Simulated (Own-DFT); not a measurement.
GaP (zincblende, strained, atoms displaced), GaAs (zincblende with one plane slipped along a stacking-fault path, atoms displaced) (calculated)

A calculation, not a measurement: plane-wave PBE density functional theory by an unreviewed code, no spin, of a simulated periodic cell, stress positive in tension, free energy of the whole cell less one offset for each atom, forces on such cells passed a denser k mesh, this cell's mesh not checked; offsets are fitted by least squares, one for each functional and potential file, so energies compare only between cells with the same atoms and settings and are not formation energies; the far tail of each file's local potential was reset to the Coulomb form; each entry is a single point on an unrelaxed cell, so the pressure reflects the starting lattice, mostly measured values (interpolated for alloys), from which strain is counted, and rises with the displacements; printed positions are rounded, which can move forces by about a meV/angstrom; the program, named Own-DFT, is a retired in-house code; no spin-orbit coupling. Program: Own-DFT development build.

Settings shared by all entries: functional PBE; potential files PseudoDojo norm-conserving, scalar-relativistic, standard set; wave cutoff 42 hartree; occupations Fermi-Dirac; smearing width 0.1 eV.

```yaml
- entry: 1
  formula: GaP
  kind: "zincblende, strained, atoms displaced"
  structure:
    cell_angstrom: [[10.862, 0.0, 0.0], [0.0, 10.862, 0.0], [0.0, 0.0, 10.9439]]
    atoms_fractional:
      - [Ga, 0.00689, 0.99314, 0.99719]
      - [Ga, 0.99996, 0.24416, 0.24444]
      - [Ga, 0.23907, 0.0072, 0.25015]
      - [Ga, 0.25157, 0.25921, 0.99237]
      - [P, 0.1296, 0.13463, 0.13382]
      - [P, 0.12472, 0.37437, 0.37457]
      - [P, 0.38015, 0.12609, 0.37636]
      - [P, 0.37533, 0.37078, 0.12293]
      - [Ga, 0.00656, 0.00731, 0.49322]
      - [Ga, 0.99492, 0.24586, 0.74207]
      - [Ga, 0.24505, 0.9861, 0.75036]
      - [Ga, 0.25831, 0.25776, 0.48891]
      - [P, 0.13524, 0.1254, 0.62495]
      - [P, 0.13023, 0.37662, 0.86026]
      - [P, 0.37562, 0.12146, 0.87411]
      - [P, 0.37147, 0.37631, 0.62121]
      - [Ga, 0.99794, 0.49901, 0.0092]
      - [Ga, 0.99468, 0.75107, 0.25243]
      - [Ga, 0.25035, 0.49823, 0.24775]
      - [Ga, 0.2561, 0.75357, 0.0091]
      - [P, 0.13041, 0.62141, 0.12635]
      - [P, 0.12961, 0.87106, 0.37348]
      - [P, 0.36325, 0.61752, 0.37774]
      - [P, 0.3842, 0.86149, 0.11004]
      - [Ga, 0.99313, 0.50354, 0.51095]
      - [Ga, 0.00964, 0.74663, 0.74934]
      - [Ga, 0.24487, 0.49085, 0.75966]
      - [Ga, 0.23341, 0.75716, 0.49814]
      - [P, 0.12651, 0.61789, 0.62798]
      - [P, 0.11803, 0.86813, 0.87348]
      - [P, 0.37182, 0.6184, 0.87486]
      - [P, 0.37607, 0.8682, 0.62889]
      - [Ga, 0.50734, 0.98123, 0.0028]
      - [Ga, 0.48835, 0.25366, 0.24834]
      - [Ga, 0.74636, 0.99766, 0.26327]
      - [Ga, 0.73717, 0.25494, 0.99098]
      - [P, 0.62013, 0.11901, 0.12995]
      - [P, 0.62413, 0.37429, 0.37609]
      - [P, 0.8812, 0.12512, 0.36418]
      - [P, 0.88436, 0.36701, 0.12985]
      - [Ga, 0.51098, 0.00715, 0.49029]
      - [Ga, 0.49625, 0.23635, 0.73425]
      - [Ga, 0.75413, 0.99315, 0.74317]
      - [Ga, 0.746, 0.2343, 0.4925]
      - [P, 0.62591, 0.11757, 0.62334]
      - [P, 0.62206, 0.37242, 0.87113]
      - [P, 0.87977, 0.11477, 0.86376]
      - [P, 0.87984, 0.3663, 0.63125]
      - [Ga, 0.50048, 0.50152, 0.00688]
      - [Ga, 0.49026, 0.73552, 0.24769]
      - [Ga, 0.75254, 0.50654, 0.24013]
      - [Ga, 0.76176, 0.75399, 0.99323]
      - [P, 0.61897, 0.64247, 0.12911]
      - [P, 0.62707, 0.87408, 0.38591]
      - [P, 0.88011, 0.6273, 0.3691]
      - [P, 0.87664, 0.86904, 0.12024]
      - [Ga, 0.49346, 0.50175, 0.50588]
      - [Ga, 0.50062, 0.74635, 0.75034]
      - [Ga, 0.74597, 0.49312, 0.75132]
      - [Ga, 0.74663, 0.7432, 0.50114]
      - [P, 0.62068, 0.6233, 0.60941]
      - [P, 0.61799, 0.87669, 0.87843]
      - [P, 0.8754, 0.62082, 0.87552]
      - [P, 0.88079, 0.87317, 0.62721]
  settings:
    hardware: "one NVIDIA H100"
    k_mesh: "3 x 3 x 3 centred on Gamma"
  results:
    "free_energy_of_cell_above_offsets [eV]": "-30.336"
    "pressure [GPa]": 4.28
    "stress_xx [GPa]": -4.55
    "stress_yy [GPa]": -4.47
    "stress_zz [GPa]": -3.82
    "stress_yz [GPa]": 0.69
    "stress_xz [GPa]": -0.02
    "stress_xy [GPa]": -0.02
    force_element: [Ga, Ga, Ga, Ga, P, P, P, P, Ga, Ga, Ga, Ga, P, P, P, P, Ga, Ga, Ga, Ga, P, P, P, P, Ga, Ga, Ga, Ga, P, P, P, P, Ga, Ga, Ga, Ga, P, P, P, P, Ga, Ga, Ga, Ga, P, P, P, P, Ga, Ga, Ga, Ga, P, P, P, P, Ga, Ga, Ga, Ga, P, P, P, P]
    "force_x [eV/angstrom]": [-0.504, 0.526, 1.921, 0.039, -0.031, -0.76, -0.725, -0.387, 0.009, 1.628, 0.561, -0.677, -0.253, -3.036, -0.039, 0.234, 0.644, 1.177, -0.202, -1.737, -0.605, -1.558, 0.4, -0.458, 0.264, -1.251, 2.231, 2.028, 0.27, 1.571, 0.298, -0.116, -0.785, 1.485, 0.223, 1.6, 0.232, -0.037, -0.489, -1.868, -1.364, -0.462, -0.57, 0.541, 0.719, -1.408, -0.507, -1.922, 0.194, -0.737, -0.351, -1.372, 2.043, -0.472, -0.947, 0.079, -0.062, -0.016, 0.308, 1.447, 0.496, 2.284, 0.146, 0.11]
    "force_y [eV/angstrom]": [0.993, 0.986, -0.988, -0.783, -0.736, 0.278, -0.48, 0.974, -0.343, -0.924, 0.856, -0.651, 0.139, -1.985, -0.689, -0.195, -0.142, 0.026, -0.671, -1.646, 0.753, 1.314, 0.866, 1.659, -0.604, -0.613, 1.963, -1.517, 0.476, -0.042, 0.38, 0.571, 2.885, -0.508, -0.25, -1.565, 0.345, 0.306, -0.506, 0.694, -0.791, 0.947, -0.169, 1.217, 0.014, 0.383, 0.811, 0.866, 0.138, 1.411, -0.501, -0.289, -1.966, -1.028, -0.715, 1.308, -0.715, -0.497, 0.555, 0.707, -0.184, -1.358, -0.213, -0.557]
    "force_z [eV/angstrom]": [0.62, 1.276, 0.247, -0.17, -2.575, -0.11, -0.578, -0.172, 0.709, 0.835, 0.094, 0.691, -0.58, 2.765, 0.213, 0.81, -0.96, -0.823, 0.032, -2.031, 0.032, -1.15, 0.284, 3.066, -0.93, -0.236, -2.155, 1.439, -0.113, 0.912, 0.224, -1.201, 0.335, 0.291, -1.426, 1.071, -0.282, -0.409, 1.065, -1.269, 1.062, 1.053, 0.653, 0.218, -0.005, -0.421, 1.353, -1.581, -0.422, 1.91, 0.524, -0.141, -1.641, -1.424, 1.143, 1.015, -1.284, 0.052, -0.634, -0.26, 2.479, -1.982, -0.422, -1.085]
    "wall_time [s]": 574.6
- entry: 2
  formula: GaAs
  kind: "zincblende with one plane slipped along a stacking-fault path, atoms displaced"
  structure:
    cell_angstrom:
      - [5.6533, -5.6533, 0.0]
      - [0.0, 5.6533, -5.6533]
      - [12.2488, 12.2488, 9.4222]
    atoms_fractional:
      - [Ga, 0.99576, 0.99101, 0.00116]
      - [As, 0.97285, 0.9708, 0.12293]
      - [Ga, 0.13958, 0.27875, 0.16794]
      - [As, 0.12761, 0.24025, 0.29083]
      - [Ga, 0.27075, 0.05568, 0.3372]
      - [As, 0.2485, 0.00868, 0.45647]
      - [Ga, 0.08595, 0.1721, 0.50367]
      - [As, 0.05771, 0.11041, 0.62027]
      - [Ga, 0.22842, 0.44322, 0.66523]
      - [As, 0.19884, 0.40213, 0.79099]
      - [Ga, 0.35907, 0.23293, 0.83547]
      - [As, 0.33064, 0.19184, 0.95757]
      - [Ga, 0.99625, 0.50505, 0.003]
      - [As, 0.98443, 0.45967, 0.12537]
      - [Ga, 0.1325, 0.78715, 0.16827]
      - [As, 0.12003, 0.7395, 0.29168]
      - [Ga, 0.2732, 0.54146, 0.33391]
      - [As, 0.26164, 0.51302, 0.45919]
      - [Ga, 0.07246, 0.66995, 0.50091]
      - [As, 0.05513, 0.62046, 0.62195]
      - [Ga, 0.22029, 0.95033, 0.67117]
      - [As, 0.18924, 0.89395, 0.79134]
      - [Ga, 0.35549, 0.72271, 0.83035]
      - [As, 0.32969, 0.66506, 0.96261]
      - [Ga, 0.49073, 0.00399, 0.00218]
      - [As, 0.4745, 0.95922, 0.12633]
      - [Ga, 0.64421, 0.27271, 0.16004]
      - [As, 0.6169, 0.24651, 0.28868]
      - [Ga, 0.79055, 0.05197, 0.33736]
      - [As, 0.75425, 0.01287, 0.46125]
      - [Ga, 0.56402, 0.17761, 0.50048]
      - [As, 0.56729, 0.13493, 0.63286]
      - [Ga, 0.72243, 0.44275, 0.66967]
      - [As, 0.71103, 0.39808, 0.79254]
      - [Ga, 0.85721, 0.23008, 0.82613]
      - [As, 0.8265, 0.16526, 0.96303]
      - [Ga, 0.4893, 0.48789, 0.9984]
      - [As, 0.4868, 0.45984, 0.12518]
      - [Ga, 0.64841, 0.78477, 0.16898]
      - [As, 0.62044, 0.73182, 0.29455]
      - [Ga, 0.77874, 0.57332, 0.33382]
      - [As, 0.75319, 0.5142, 0.45719]
      - [Ga, 0.58454, 0.66846, 0.50262]
      - [As, 0.55447, 0.62104, 0.62234]
      - [Ga, 0.71866, 0.9503, 0.66611]
      - [As, 0.70715, 0.91407, 0.79572]
      - [Ga, 0.85853, 0.7225, 0.83151]
      - [As, 0.84158, 0.6718, 0.95984]
  settings:
    k_mesh: "4 x 4 x 2 centred on Gamma"
  results:
    "free_energy_of_cell_above_offsets [eV]": "-17.197"
    "pressure [GPa]": 4.12
    "stress_xx [GPa]": -4.16
    "stress_yy [GPa]": -3.75
    "stress_zz [GPa]": -4.46
    "stress_yz [GPa]": -0.07
    "stress_xz [GPa]": -0.53
    "stress_xy [GPa]": -0.08
    force_element: [Ga, As, Ga, As, Ga, As, Ga, As, Ga, As, Ga, As, Ga, As, Ga, As, Ga, As, Ga, As, Ga, As, Ga, As, Ga, As, Ga, As, Ga, As, Ga, As, Ga, As, Ga, As, Ga, As, Ga, As, Ga, As, Ga, As, Ga, As, Ga, As]
    "force_x [eV/angstrom]": [-0.582, 0.749, 0.314, -0.686, 0.018, 0.386, -1.2, 1.14, -1.004, -0.19, -0.208, -0.217, -0.135, 0.368, -0.256, 0.291, 0.423, -0.306, -0.021, 1.254, -0.503, 1.022, 0.797, -0.275, -0.512, -0.316, 0.686, 0.55, -0.896, 0.192, 0.861, -1.679, 0.074, -1.462, 2.27, -0.151, 1.492, -0.302, -0.743, -0.944, 0.275, 0.091, -0.488, 1.475, 0.361, -1.274, 0.235, -0.972]
    "force_y [eV/angstrom]": [0.113, -0.513, -0.334, 0.041, -1.461, 0.978, -0.977, 1.666, 0.295, -0.174, -1.121, -1.083, -1.094, 0.555, -0.206, 0.136, 0.704, 0.654, -1.046, 0.486, -1.096, 0.642, 0.373, 0.009, -0.388, -0.421, 1.103, -0.334, 0.673, 0.713, -0.756, -0.627, 0.478, 2.06, -0.022, -0.336, 0.845, 0.169, 0.263, 0.927, -1.623, 0.344, -0.588, 0.386, -0.419, -0.898, 0.387, 0.519]
    "force_z [eV/angstrom]": [-0.275, 0.467, -0.578, 0.618, -0.781, 0.284, -0.623, 0.417, 0.444, -0.489, 0.312, 1.374, 0.987, -0.259, 0.019, 0.353, -0.818, -0.244, 0.168, 0.234, 0.095, -0.531, 0.48, -1.523, 0.289, 0.692, 0.004, 0.593, -0.725, -0.311, 0.839, -0.025, -0.96, -1.035, 1.585, -1.347, -0.671, -0.147, 0.435, -1.092, 1.004, -0.183, -0.53, 0.25, 0.743, 0.472, 0.6, -0.61]
```
